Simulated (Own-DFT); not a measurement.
# One trend across several semiconductors

Calculated, not measured: single-point runs of Own-DFT, a retired in-house plane-wave DFT program that no person has reviewed, on unrelaxed cells, without spin or spin-orbit coupling.

Limits (not all hold for every row): forces on such cells moved up to 12 meV/angstrom on a denser k mesh; k mesh not checked against a denser one; forces on such cells passed a denser k mesh, each cell not checked; stress not checked against mesh or cutoff.

All runs are PBE with PseudoDojo norm-conserving files; cutoff and k mesh are each material's own. Every cell starts from measured lattice constants and was given uniform random strains and small random moves of its atoms. Each triple is the change of volume in per cent, the rms move u in Å and the pressure in GPa.

- wurtzite AlN (Al36N36), 10.45 Å³/atom unstrained: (-1.79, 0.050, 9.86); (-1.54, 0.051, 9.34); (-0.35, 0.051, 6.60); (0.40, 0.046, 4.44); (0.61, 0.048, 4.13); (1.38, 0.053, 3.61); (1.94, 0.050, 1.81)
- wurtzite GaN (Ga48N48), 11.42 Å³/atom unstrained: withheld
- diamond silicon (Si64), 20.02 Å³/atom unstrained: (-2.60, 0.049, 5.12); (-1.96, 0.051, 4.66); (-0.93, 0.049, 3.41); (-0.82, 0.053, 3.53); (0.86, 0.050, 2.00); (1.13, 0.050, 1.61); (1.31, 0.049, 1.35)
- zincblende GaP (Ga32P32), 20.24 Å³/atom unstrained: (-3.93, 0.054, 7.71); (-2.28, 0.053, 5.67); (-1.24, 0.047, 4.34); (0.16, 0.050, 3.16); (0.21, 0.053, 3.09); (2.02, 0.055, 1.89); (2.19, 0.050, 1.36)
- zincblende InP (In32P32), 25.27 Å³/atom unstrained: (-2.06, 0.045, 5.38); (-1.99, 0.049, 5.27); (-1.20, 0.053, 4.55); (-0.27, 0.051, 3.93); (0.41, 0.052, 3.40); (3.22, 0.049, 1.56); (3.84, 0.049, 1.11)
- grey tin (Sn64), 34.15 Å³/atom unstrained: (-2.91, 0.051, 5.25); (-1.82, 0.047, 4.70); (-1.47, 0.052, 4.51); (-1.25, 0.052, 4.41); (0.08, 0.050, 3.87); (0.53, 0.050, 3.45); (1.66, 0.048, 2.85)

## Worked fit

Fit a line to each set against the fractional change of volume; B is minus its slope, and u is nearly the same within a set. To take it to zero pressure, assume that B rises by 4 GPa for each GPa: B0 = B - 4 x (mean pressure). The bond length of an ideal tetrahedral crystal with the unstrained volume v is d = (√3/4)(8 v)^(1/3). Cohen's empirical rule reads B0 = (1971 - 220 L) d^(-3.5) GPa, with L = 0 for group IV crystals and SiC and 1 for III-V compounds.

| material | L | d (Å) | B (GPa) | mean P (GPa) | B0 (GPa) | rule (GPa) |
|---|---|---|---|---|---|---|
| wurtzite AlN (Al36N36) | 1 | 1.893 | 213 ± 13 | 5.7 | 191 ± 13 | 188 |
| wurtzite GaN (Ga48N48) | 1 | 1.950 | ? | ? | ? | 169 |
| diamond silicon (Si64) | 0 | 2.352 | 95 ± 3 | 3.1 | 83 ± 3 | 99 |
| zincblende GaP (Ga32P32) | 1 | 2.360 | 99 ± 6 | 3.9 | 83 ± 6 | 87 |
| zincblende InP (In32P32) | 1 | 2.541 | 71 ± 2 | 3.6 | 57 ± 2 | 67 |
| grey tin (Sn64) | 0 | 2.810 | 52 ± 2 | 4.2 | 35 ± 2 | 53 |

A line through ln[B0/(1971 - 220 L)] against ln d has a slope of -4.5 ± 0.3 and a scatter of 9 %. Against the rule, B0 stands at 102 % for wurtzite AlN, 84 % for diamond silicon, 96 % for zincblende GaP, 84 % for zincblende InP, 66 % for grey tin. PBE tends to make silicon and heavier crystals too soft, and the rule itself is only a guide.

## Prediction

The question: what B0 does the fitted trend give for wurtzite GaN (Ga48N48)?

From the line: 175 GPa. Its own runs give B = 213 ± 5 GPa at a mean pressure of 8.9 GPa, so B0 = 178 GPa.
